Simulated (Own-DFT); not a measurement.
# Computed records: GaP (zincblende, atoms displaced)

Computed with Own-DFT development build. A calculation, not a measurement: plane-wave PBE density functional theory by an unreviewed code, no spin, of a simulated periodic cell, stress positive in tension, free energy of the whole cell less one offset for each atom, forces on such cells passed a denser k mesh, this cell's mesh not checked; offsets are fitted by least squares, one for each functional and potential file, so energies compare only between cells with the same atoms and settings and are not formation energies; the far tail of each file's local potential was reset to the Coulomb form; each entry is a single point on an unrelaxed cell, so the pressure reflects the starting lattice, mostly measured values (interpolated for alloys), from which strain is counted, and rises with the displacements; printed positions are rounded, which can move forces by about a meV/angstrom; the program, named Own-DFT, is a retired in-house code; no spin-orbit coupling.

Settings shared by all entries: functional PBE; potential files PseudoDojo norm-conserving, scalar-relativistic, standard set; wave cutoff 42 hartree; occupations Fermi-Dirac; smearing width 0.1 eV; k mesh 3 x 3 x 3 centred on Gamma.

(1) 
```xyz
64
Lattice="10.9010 0.0000 0.0000 0.0000 10.9010 0.0000 0.0000 0.0000 10.9010" Properties=species:S:1:pos:R:3:force_x:R:1:force_y:R:1:force_z:R:1 formula=GaP free_energy_of_cell_above_offsets=-33.138 pressure=3.33 stress_xx=-3.29 stress_yy=-3.31 stress_zz=-3.38 stress_yz=-0.29 stress_xz=0.16 stress_xy=0.61
Ga    10.8257    10.8953     0.0594      0.492     -0.078       -0.1
Ga    10.8608     2.7225     2.7550      0.186     -0.278     -0.845
Ga     2.7280    10.8593     2.7356     -0.238      0.651      0.414
Ga     2.7111     2.6582    10.8592     -0.062      0.846      0.471
P      1.3763     1.3659     1.3517     -0.453     -0.256       0.59
P      1.2854     4.0357     4.0973      0.295      0.389     -0.568
P      4.1140     1.3633     4.0916     -0.891       0.16      0.319
P      4.1293     4.0645     1.3948     -1.319      0.248     -0.716
Ga     0.0365    10.8324     5.4890     -0.066      0.401     -0.339
Ga    10.8442     2.8018     8.2559     -0.472     -1.041      -0.31
Ga     2.7559     0.0049     8.1348      -0.78      0.373      0.529
Ga     2.5834     2.7966     5.4516      1.576     -0.718       0.77
P      1.2955     1.4529     6.8896      0.359     -0.853     -0.334
P      1.3009     4.0505     9.5113      1.393      0.783      0.329
P      4.0759     1.3490     9.5761     -0.011      0.143     -0.948
P      4.0905     4.1674     6.8573     -0.394     -0.743     -0.276
Ga     0.0037     5.4385    10.8003      -0.88     -0.271      0.679
Ga     0.0060     8.0376     2.7661     -0.192      0.949     -0.661
Ga     2.6865     5.3392     2.8055      0.186      1.059     -0.896
Ga     2.6860     8.1655     0.0168     -0.066      0.648      0.157
P      1.2459     6.7982     1.2764      1.215     -0.655      0.802
P      1.4348     9.3810     4.0564     -1.379      1.716     -0.315
P      4.0780     6.8861     4.0283     -0.201     -1.058       0.86
P      4.0815     9.5810     1.4378       0.28     -0.546     -1.174
Ga     0.0493     5.4192     5.3903     -0.556      0.521      1.415
Ga     0.0008     8.1793     8.1270     -0.405      0.015      0.811
Ga     2.7392     5.5497     8.1961     -0.212     -0.883      0.155
Ga     2.7159     8.2248     5.4227      0.964     -0.812      1.025
P      1.4040     6.8747     6.8726      -0.43     -0.613     -1.143
P      1.2958     9.5614     9.5127      0.463      0.122      0.298
P      4.0549     6.7850     9.6225      0.172      0.227      0.143
P      4.0743     9.5199     6.8848      0.292      0.364     -1.373
Ga     5.4121     0.1070     0.0271      0.691     -1.147      0.202
Ga     5.3863     2.7096     2.6515      1.249     -0.401      1.105
Ga     8.1539    10.8718     2.7503      0.753      0.611      0.205
Ga     8.1949     2.7840     0.0269     -1.174     -0.248     -0.276
P      6.8555     1.3447     1.3870     -0.306      0.445     -0.152
P      6.8381     4.0563     4.1775     -0.673      0.551     -1.316
P      9.5629     1.4884     4.1481     -0.448     -1.792      0.185
P      9.4595     4.0573     1.4199      1.369        0.5     -0.893
Ga     5.5181    10.8940     5.3934      -0.75      0.173      0.869
Ga     5.4968     2.7106     8.2326     -1.771      -0.93     -1.383
Ga     8.1492    10.8683     8.2346      0.573      1.205      -0.39
Ga     8.1352     2.7574     5.5118      0.228     -0.401      0.121
P      6.7900     1.3765     6.8318      0.298      -0.52      0.133
P      6.6615     4.0447     9.4572      2.718      1.193      1.442
P      9.5243     1.4123     9.6529     -0.137     -0.413     -0.954
P      9.5062     4.0432     6.8633      0.461      0.895     -0.427
Ga     5.4494     5.3625    10.8778      -0.19      0.694      0.515
Ga     5.4554     8.1712     2.7227     -0.387      1.013      0.459
Ga     8.2177     5.4334     2.6823     -1.199      0.481      0.901
Ga     8.0908     8.1610    10.8969     -0.172      0.453      0.749
P      6.6902     6.8532     1.4163      1.323     -1.202     -0.999
P      6.8414     9.5478     4.1130      0.032       -0.8     -0.144
P      9.5623     6.7834     4.0892      -0.69     -0.149      0.543
P      9.5073     9.5121     1.3915      0.087     -0.437       0.37
Ga     5.4674     5.4771     5.4737     -0.376     -0.105     -0.561
Ga     5.3318     8.1312     8.1952      1.135     -0.072      0.335
Ga     8.2448     5.4725     8.2001     -0.642     -0.259      0.249
Ga     8.1744     8.1627     5.5054     -0.155     -0.299     -0.021
P      6.7949     6.7377     6.8661      0.118      0.995     -0.027
P      6.8594     9.5553     9.4956     -1.773     -0.504      0.829
P      9.4700     6.8737     9.6155      0.707     -0.539     -0.857
P      9.5009     9.5302     6.8769      0.234        0.2     -0.581
```

Units: free_energy_of_cell_above_offsets in eV; pressure, stress_xx, stress_yy, stress_zz, stress_yz, stress_xz, stress_xy in GPa; force_x, force_y, force_z in eV/Å.

(2) 
```xyz
64
Lattice="10.9010 0.0000 0.0000 0.0000 10.9010 0.0000 0.0000 0.0000 10.9010" Properties=species:S:1:pos:R:3:force_x:R:1:force_y:R:1:force_z:R:1 formula=GaP free_energy_of_cell_above_offsets=-33.480 pressure=3.23 stress_xx=-3.13 stress_yy=-3.27 stress_zz=-3.28 stress_yz=-0.04 stress_xz=0.17 stress_xy=0.11
Ga     0.0666     0.0515    10.8450     -0.142     -0.046      0.939
Ga     0.0090     2.7126     2.7642      0.005      0.197     -0.373
Ga     2.7450     0.0264     2.6703      -0.57     -0.625      0.391
Ga     2.8228     2.7018    10.8569      -1.65      -0.19     -0.453
P      1.4117     1.4030     1.3431      -0.22     -0.131     -0.114
P      1.4168     4.1724     3.9763         -1     -1.457        2.1
P      4.1007     1.3196     4.0387      0.277      0.228      1.083
P      4.0421     3.9563     1.3034      1.389      1.653      0.757
Ga     0.0572    10.8689     5.5159     -1.156      0.468      0.248
Ga    10.8994     2.7527     8.1171     -0.225     -0.077      0.594
Ga     2.7150     0.0277     8.1947      0.645     -0.481     -0.019
Ga     2.7989     2.6953     5.5389     -0.548      0.105     -1.544
P      1.4069     1.3816     6.8500     -0.417     -0.061      -0.25
P      1.3145     4.0737     9.5577      0.809      0.204     -0.247
P      4.1244     1.3785     9.5480      0.265     -0.759       -0.2
P      4.0722     4.1444     6.7515      0.427     -0.457      0.982
Ga    10.8364     5.4802    10.8555      0.942     -0.504      1.077
Ga    10.8050     8.1317     2.7090      1.099       0.25      0.149
Ga     2.7394     5.3549     2.6817      0.965      1.177     -0.444
Ga     2.7726     8.1828     0.0868      -0.38     -0.063     -0.782
P      1.4203     6.8019     1.4065     -0.677     -0.041      -0.45
P      1.2700     9.5578     4.1426      1.171     -0.522     -1.014
P      4.0361     6.8701     4.1236      0.696     -1.228     -0.687
P      4.1630     9.5041     1.3909     -0.805      0.995     -0.396
Ga    10.8671     5.5076     5.4188      1.213     -1.375      0.717
Ga     0.0366     8.1802     8.1748     -0.526      0.095      0.045
Ga     2.8004     5.4625     8.2071     -1.321     -0.001     -0.298
Ga     2.7903     8.2204     5.4583     -1.159      0.183      0.089
P      1.3040     6.8504     6.7688      1.149     -0.177      0.481
P      1.3336     9.5753     9.5344      0.961     -0.598      0.031
P      4.1290     6.8299     9.5049     -0.521      0.057      0.797
P      4.1969     9.5194     6.7832     -1.399      0.096       1.15
Ga     5.5009     0.0644     0.1273     -0.103      -0.51     -0.911
Ga     5.4630     2.7345     2.7479      0.261      0.155      0.183
Ga     8.1607    10.8494     2.6872       0.46      0.217      0.082
Ga     8.2141     2.8036    10.8512     -0.383     -0.829      0.195
P      6.8523     1.4060     1.3826      0.413      0.401      0.032
P      6.8821     4.1622     4.1436       -0.8     -0.961     -0.647
P      9.5286     1.3509     4.0847     -0.019     -0.122      0.529
P      9.4981     4.0569     1.3292      0.695        0.6      0.739
Ga     5.4707    10.8662     5.5506      0.426      1.372     -0.846
Ga     5.4348     2.7440     8.1910     -0.004      0.565     -0.047
Ga     8.1542    10.8772     8.1658     -0.132       0.72      0.815
Ga     8.1280     2.7491     5.4848          1     -0.005     -0.248
P      6.8365     1.4534     6.8634     -0.411     -0.871     -0.054
P      6.8239     4.1164     9.5724     -0.438     -0.017     -0.454
P      9.5663     1.3687     9.6039     -0.388      0.125     -1.243
P      9.5142     4.1589     6.8473      0.097      -0.33     -0.491
Ga     5.4532     5.4783    10.8971     -0.127     -0.256      0.544
Ga     5.3995     8.2299     2.7597      0.666     -0.726      0.647
Ga     8.1802     5.4339     2.7579      0.223      0.455     -0.664
Ga     8.2575     8.1345    10.8191     -1.019      0.684      1.259
P      6.7794     6.8529     1.4056      0.483      -0.08     -0.123
P      6.7723     9.6047     4.1074      0.583     -0.691     -0.037
P      9.6333     6.7325     4.1050     -2.018      1.329     -0.707
P      9.5973     9.5179     1.3145     -0.487      0.363     -0.077
Ga     5.4764     5.3951     5.4415      -0.43      1.115     -0.242
Ga     5.4347     8.1819     8.2140      0.742        0.1     -0.261
Ga     8.0755     5.4802     8.1526      0.873      0.174      0.607
Ga     8.1904     8.1943     5.4575     -0.438     -0.635     -0.671
P      6.7743     6.7930     6.8045     -0.041      0.625     -0.153
P      6.8291     9.5236     9.5684     -0.328      0.356      0.138
P      9.5825     6.8463     9.6048      -0.29     -0.555     -1.917
P      9.4094     9.4981     6.8766      1.638      0.317     -0.333
```

Units: free_energy_of_cell_above_offsets in eV; pressure, stress_xx, stress_yy, stress_zz, stress_yz, stress_xz, stress_xy in GPa; force_x, force_y, force_z in eV/Å.

(3) 
```xyz
64
Lattice="10.9010 0.0000 0.0000 0.0000 10.9010 0.0000 0.0000 0.0000 10.9010" Properties=species:S:1:pos:R:3:force_x:R:1:force_y:R:1:force_z:R:1 formula=GaP free_energy_of_cell_above_offsets=-33.680 pressure=3.18 stress_xx=-3.2 stress_yy=-3.15 stress_zz=-3.2 stress_yz=0.14 stress_xz=0.97 stress_xy=0.14
Ga     0.0261    10.8634    10.8511     -0.428      1.221      0.536
Ga     0.0381     2.6690     2.6819     -0.132      0.702      0.443
Ga     2.7390    10.8331     2.7095      0.361      0.557      0.566
Ga     2.6551     2.7438     0.0095      0.513     -0.112      0.073
P      1.4135     1.3383     1.3977     -0.352      -0.21     -0.725
P      1.4059     4.0780     4.1128     -0.503      0.014     -0.464
P      4.1433     1.4303     4.0524     -0.744     -0.811      0.777
P      4.0576     4.1288     1.3236     -0.002     -0.653      0.458
Ga    10.7969     0.0381     5.4748      1.503       0.06      0.518
Ga     0.0563     2.7910     8.2180     -0.761      0.021     -0.123
Ga     2.6994    10.7961     8.2787      1.263      1.255     -1.102
Ga     2.6583     2.6972     5.5072      0.626     -0.187     -0.113
P      1.3285     1.3646     6.9309      0.263     -0.603     -0.573
P      1.4196     4.1455     9.5362     -1.094     -0.085      0.744
P      4.1178     1.4587     9.5866     -1.037     -0.857     -0.319
P      4.0303     4.1411     6.8581      1.186     -0.979     -1.015
Ga    10.8861     5.4985     0.0706      0.207     -0.206     -0.686
Ga    10.8796     8.1417     2.7285       0.32      1.042     -0.161
Ga     2.6950     5.4410     2.6421      0.528     -0.392       1.11
Ga     2.7337     8.0764    10.8162     -0.581      1.309      1.465
P      1.3799     6.7810     1.4122     -0.481      0.957     -0.713
P      1.3069     9.6332     4.1262     -0.018     -0.643      -0.39
P      4.0457     6.7804     4.0614      0.441        0.1      0.202
P      4.1067     9.5396     1.3743      0.138     -0.662     -0.461
Ga    10.8978     5.4151     5.4724     -0.145      0.173     -0.573
Ga    10.9007     8.0828     8.2045     -0.278      1.311      0.202
Ga     2.7064     5.3742     8.1345      0.142      1.512       0.79
Ga     2.6424     8.1780     5.3868      0.214     -0.161      0.571
P      1.2733     6.7496     6.8906       1.03      0.233     -0.875
P      1.3740     9.5924     9.5860     -0.375     -2.002      -0.14
P      4.0680     6.8026     9.6254      1.054     -1.198     -1.473
P      4.1020     9.5092     6.7779     -0.211     -0.101      0.398
Ga     5.4123     0.0232    10.8419      0.144     -0.012      0.632
Ga     5.4243     2.7906     2.7406      0.358      0.353     -0.195
Ga     8.1271    10.9007     2.7517      0.381       0.38     -0.156
Ga     8.1667     2.6900     0.0324      0.103      0.147     -0.232
P      6.7649     1.4055     1.3652      0.098     -0.472      0.298
P      6.8824     4.1325     4.1117     -0.484     -0.144     -0.441
P      9.6257     1.3387     4.1148      -1.49      0.923     -0.844
P      9.5213     4.1172     1.3369      0.738     -1.156     -0.022
Ga     5.5153     0.0323     5.4711     -0.439     -0.116     -0.327
Ga     5.4068     2.6993     8.1665      0.479      0.756      0.051
Ga     8.1641     0.0352     8.1244      0.439     -0.293      0.373
Ga     8.2728     2.8309     5.4498     -1.237     -1.942     -1.011
P      6.8406     1.3813     6.8402     -0.022      0.775     -0.701
P      6.8129     4.1014     9.6130      0.221     -0.338     -1.098
P      9.5303     1.3895     9.5165      0.277     -0.099      0.159
P      9.4829     4.0626     6.7400      1.457      1.194       2.05
Ga     5.4901     5.3805     0.0713     -0.143      1.006     -0.266
Ga     5.5216     8.1872     2.7866     -0.645     -0.276     -0.375
Ga     8.2103     5.4036     2.6361     -0.095      0.944      1.116
Ga     8.1434     8.1551     0.0263      0.278       1.22     -0.521
P      6.8722     6.8304     1.3578     -0.821     -0.366      0.466
P      6.8792     9.4838     4.1289     -0.342      0.652      0.132
P      9.5741     6.8574     4.0816     -0.577       -0.9      0.269
P      9.5619     9.6267     1.3353     -0.425     -0.981      0.277
Ga     5.5188     5.4609     5.5013     -0.808      0.003     -0.427
Ga     5.4992     8.1263     8.2284     -0.821      0.171     -0.436
Ga     8.2008     5.4883     8.1866     -0.413     -0.675     -0.137
Ga     8.2003     8.1799     5.5106      0.511     -0.022     -0.554
P      6.8558     6.8418     6.7926     -0.191      -0.25      0.755
P      6.7646     9.6008     9.4691      0.744     -0.415      0.705
P      9.4994     6.8179     9.5573      0.354      0.071       0.31
P      9.5633     9.5723     6.7718      -0.28     -0.744      1.203
```

Units: free_energy_of_cell_above_offsets in eV; pressure, stress_xx, stress_yy, stress_zz, stress_yz, stress_xz, stress_xy in GPa; force_x, force_y, force_z in eV/Å.

(4) 
```xyz
64
Lattice="10.9010 0.0000 0.0000 0.0000 10.9010 0.0000 0.0000 0.0000 10.9010" Properties=species:S:1:pos:R:3:force_x:R:1:force_y:R:1:force_z:R:1 formula=GaP free_energy_of_cell_above_offsets=-33.823 pressure=3.12 stress_xx=-3.1 stress_yy=-3.18 stress_zz=-3.09 stress_yz=0.36 stress_xz=0.57 stress_xy=-0.78
Ga     0.0599     0.0320     0.0279     -0.321     -0.373     -0.432
Ga    10.8306     2.7138     2.7648      0.709      0.753      0.132
Ga     2.7588    10.8683     2.7292     -0.563      0.434       0.33
Ga     2.6858     2.7018     0.0479      0.352      0.446     -0.634
P      1.3209     1.4220     1.3758      0.322     -0.695       0.59
P      1.4831     4.1108     4.1719     -1.334     -0.309     -0.783
P      4.1279     1.4159     4.0304      0.173     -1.158      0.464
P      4.0286     4.1358     1.3107      0.645     -0.121      0.725
Ga     0.0319     0.0529     5.4490     -0.409     -0.753      0.601
Ga    10.8938     2.7211     8.1366     -0.331     -0.004      0.937
Ga     2.7268     0.0142     8.1492      0.461      0.602      0.106
Ga     2.7570     2.6647     5.4209     -0.178     -0.366       0.13
P      1.3377     1.3936     6.8441      0.527     -0.295     -0.438
P      1.3144     4.0928     9.5512      0.006     -0.578      0.167
P      4.1467     1.4028     9.5351     -1.038     -0.292       0.17
P      4.0958     3.9518     6.7471      0.212       1.22       0.64
Ga     0.0204     5.4179     0.1022      0.211       0.96     -1.028
Ga    10.7901     8.2183     2.7304      1.074     -0.201      0.083
Ga     2.6777     5.5250     2.7762      0.473      -0.61     -0.638
Ga     2.7149     8.2111     0.1072       0.62      0.198     -1.201
P      1.4210     6.8564     1.3525     -1.387     -0.064      0.868
P      1.3556     9.5220     4.1851      0.158      0.023     -0.963
P      4.0961     6.8305     4.0400     -0.384      0.475      0.551
P      4.1391     9.5745     1.3771     -0.435      0.385     -0.556
Ga     0.0165     5.4340     5.4489     -0.377     -0.128     -0.363
Ga     0.0416     8.2195     8.2173     -0.286     -0.252     -0.854
Ga     2.7068     5.3437     8.1758      0.201       0.62     -0.482
Ga     2.7183     8.1254     5.5074       0.38      0.288     -0.441
P      1.3247     6.7968     6.7363      0.316     -0.132      1.497
P      1.4409     9.5679     9.4835     -0.394     -0.089      1.094
P      4.0327     6.8023     9.5605      0.456      0.433     -0.619
P      4.0776     9.5624     6.8237       0.08     -0.526      -0.05
Ga     5.4651     0.0285    10.8546      0.255      0.181      0.439
Ga     5.5226     2.7352     2.7402      -0.42      0.709     -0.692
Ga     8.1277    10.8749     2.7837      0.991      0.843     -1.054
Ga     8.1367     2.6795    10.8992      1.161      0.827     -0.449
P      6.8935     1.4138     1.3378     -1.063      -1.04      0.871
P      6.8111     4.1387     4.1113      0.555     -0.849      0.282
P      9.5561     1.3292     4.1068     -0.368       0.13     -0.175
P      9.5481     4.1583     1.3793     -0.181      -1.51     -0.195
Ga     5.4805    10.8225     5.4972      0.222      0.769     -0.794
Ga     5.4582     2.7411     8.2117      0.949       0.14     -0.417
Ga     8.2148    10.8426     8.2560     -0.046      0.026     -1.389
Ga     8.2481     2.6473     5.5332     -0.485      0.673     -0.815
P      6.9029     1.3263     6.8157     -0.858     -0.218      0.764
P      6.8479     4.1564     9.6233      0.123     -0.843     -1.084
P      9.4971     1.2802     9.5318      0.972      1.083      0.372
P      9.5545     4.0563     6.8133     -0.156      0.639       0.12
Ga     5.4875     5.4692    10.8473     -1.108      0.307      0.585
Ga     5.3756     8.1904     2.6812      0.937      0.028      0.474
Ga     8.2533     5.3727     2.7675     -1.228      0.981      -0.19
Ga     8.1336     8.1676     0.0448      0.146     -0.065     -0.342
P      6.7187     6.8313     1.3637      1.013     -0.454      0.344
P      6.9019     9.5204     4.0272     -1.819     -0.617      0.739
P      9.5214     6.7998     4.0580       0.21     -0.127       0.51
P      9.5261     9.5615     1.3593     -0.139      0.291     -0.188
Ga     5.3777     5.4679     5.3823       0.35     -0.243      0.727
Ga     5.5345     8.2460     8.1589     -0.777     -0.705      0.279
Ga     8.2057     5.4680     8.2207     -0.022     -0.145     -0.484
Ga     8.1261     8.1422     5.4219      0.297     -0.383     -0.102
P      6.8166     6.7929     6.7909      -0.42     -0.213      0.125
P      6.8400     9.5986     9.5320     -0.318       -0.8      0.654
P      9.5593     6.8439     9.5067      0.185     -0.104       1.03
P      9.4525     9.4588     6.7706      1.102      0.798      0.454
```

Units: free_energy_of_cell_above_offsets in eV; pressure, stress_xx, stress_yy, stress_zz, stress_yz, stress_xz, stress_xy in GPa; force_x, force_y, force_z in eV/Å.
